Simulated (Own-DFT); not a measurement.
# How strain changes the stress of wurtzite AlGaN with randomly placed atoms, 72 atoms (Al27Ga9N36)

These are calculations, not measurements. The program, named Own-DFT, is a retired in-house plane-wave density functional code that no person has reviewed. Each row is one single-point run on a periodic cell that was not relaxed, without spin or spin-orbit coupling.

Settings of every run: PBE; PseudoDojo norm-conserving scalar-relativistic files; cutoff 42 hartree; 4 x 4 x 3 k mesh centred on Gamma; Fermi-Dirac smearing of 0.1 eV.

Known limits: forces on such cells passed a denser k mesh, each cell not checked; stress not checked against mesh or cutoff.

Unstrained cell vectors in Å: (9.394, 0.000, 0.000); (-4.697, 8.135, 0.000); (0.000, 0.000, 10.066). The unstrained cell has measured lattice constants (interpolated for alloys), not those of this functional. That, the random moves and any unrelaxed bonds set the pressure at no strain. Each run strains this cell uniformly, with the atoms carried along. Every atom was also moved at random, by a Gaussian of width 0.05 Å on each axis. The random placing of the alloy's atoms differs from row to row. Strain is the symmetric tensor, in per cent. Stress is positive in tension, and the pressure is minus a third of its trace.

```
run  e_xx (%)  e_yy (%)  e_zz (%)  s_xx (GPa)  s_yy (GPa)  s_zz (GPa)  P (GPa)  E (meV/atom)
  1     -2.00     -2.00      0.00      -16.17      -20.34      -10.55    15.69          41.1
  2      0.75      0.75      0.00       -0.99       -0.60       -9.72     3.77          24.6
  3      2.25      2.25      0.00        3.20        6.39       -5.40    -1.40          43.8
  4      0.25      0.25      0.00       -7.82       -3.32       -3.77     4.97           0.0
  5     -1.00     -1.00      0.00      -11.22      -15.53       -7.99    11.58          53.6
  6     -2.75     -2.75      0.00      -24.73      -21.60      -13.23    19.86          72.4
  7     -0.75     -0.75      0.00      -11.29      -12.51       -7.01    10.27          41.9
  8      0.50      0.50      0.00       -1.87       -4.56       -6.88     4.44          19.0
  9     -0.50     -0.50      0.00           ?           ?           ?        ?             ?
```

E is the free energy for each atom above the lowest run shown.

## Worked fit

The change of volume is close to e_xx + e_yy + e_zz. A straight line through the runs shown gives P = 7.21 - 217 x (fractional change of volume) GPa, with an error of 10 on the slope and a scatter of 0.83 GPa. The strain isn't the same on all axes and the cell isn't cubic, so the slope belongs to this path and is not the bulk modulus.

## Withheld run

Question: what pressure should run 9 give? Its volume changes by -1.00 %.

The line gives 9.4 GPa. The calculation gave 8.55 GPa.
